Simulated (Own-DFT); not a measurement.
# What a defect does to the pressure of its cell: zincblende GaAs

Source: density functional calculations with Own-DFT, an unreviewed in-house program that is no longer used. Nothing was measured or relaxed, and spin and spin-orbit coupling are left out.

Common settings: PBE; PseudoDojo norm-conserving scalar-relativistic files; cutoff 42 hartree; 3 x 3 x 3 k mesh centred on Gamma; Fermi-Dirac smearing of 0.1 eV.

Keep in mind (not all hold for every row): not probed for a lower state with spin; forces not confirmed at this smearing and k mesh; stress not checked against mesh or cutoff.

All runs share one cell, with vectors in Å (10.862, 0.000, 0.000); (0.000, 10.862, 0.000); (0.000, 0.000, 11.796) and a volume of 1391.7 Å³, strained against the parent crystal. The atoms are randomly displaced, by u rms on each axis. The defect's site can differ from row to row.

```
cell,formula,u (Å),P (GPa)
no defect,As32Ga32,0.0299,6.68
no defect,As32Ga32,0.0306,6.71
no defect,As32Ga32,0.0497,7.03
one As vacancy and one Ga vacancy,As31Ga31,0.0275,5.99
one As vacancy and one Ga vacancy,As31Ga31,0.0318,6.04
one As vacancy and one Ga vacancy,As31Ga31,0.0462,?
one As vacancy and one Ga vacancy,As31Ga31,0.0518,6.42
one P on an As site,As31Ga32P,0.0274,6.34
one P on an As site,As31Ga32P,0.0531,6.80
one P on an As site,As31Ga32P,0.0544,6.98
one In on a Ga site,As32Ga31In,0.0279,7.44
one In on a Ga site,As32Ga31In,0.0301,7.41
one In on a Ga site,As32Ga31In,0.0315,7.50
one Al on a Ga site,AlAs32Ga31,0.0307,6.62
one Al on a Ga site,AlAs32Ga31,0.0320,6.69
one Al on a Ga site,AlAs32Ga31,0.0491,6.97
```

## What the rows give

P = P0 + c u² + a shift for each defect gives P0 = 6.47 GPa, c = 236 ± 16 GPa/Å² and a scatter of 0.05 GPa. The shifts, and each times the cell's volume:

- one In on a Ga site: 0.77 ± 0.04 GPa, 6.7 eV
- one Al on a Ga site: -0.05 ± 0.04 GPa, -0.4 eV (not resolved)
- one P on an As site: -0.27 ± 0.04 GPa, -2.4 eV
- one As vacancy and one Ga vacancy: -0.67 ± 0.04 GPa, -5.8 eV

Positive is outwards. The product with the volume (160.2 GPa Å³ to the eV) is nearly free of the cell's size; divided by the bulk modulus at the cell's pressure it gives the volume that the defect adds. The atoms around the defects weren't relaxed, which would change these numbers.

## Withheld run

Question: what pressure belongs in the blank (one As vacancy and one Ga vacancy, u = 0.0462 Å)?

The fitted form gives 6.30 ± 0.05 GPa. DFT gave 6.27 GPa.
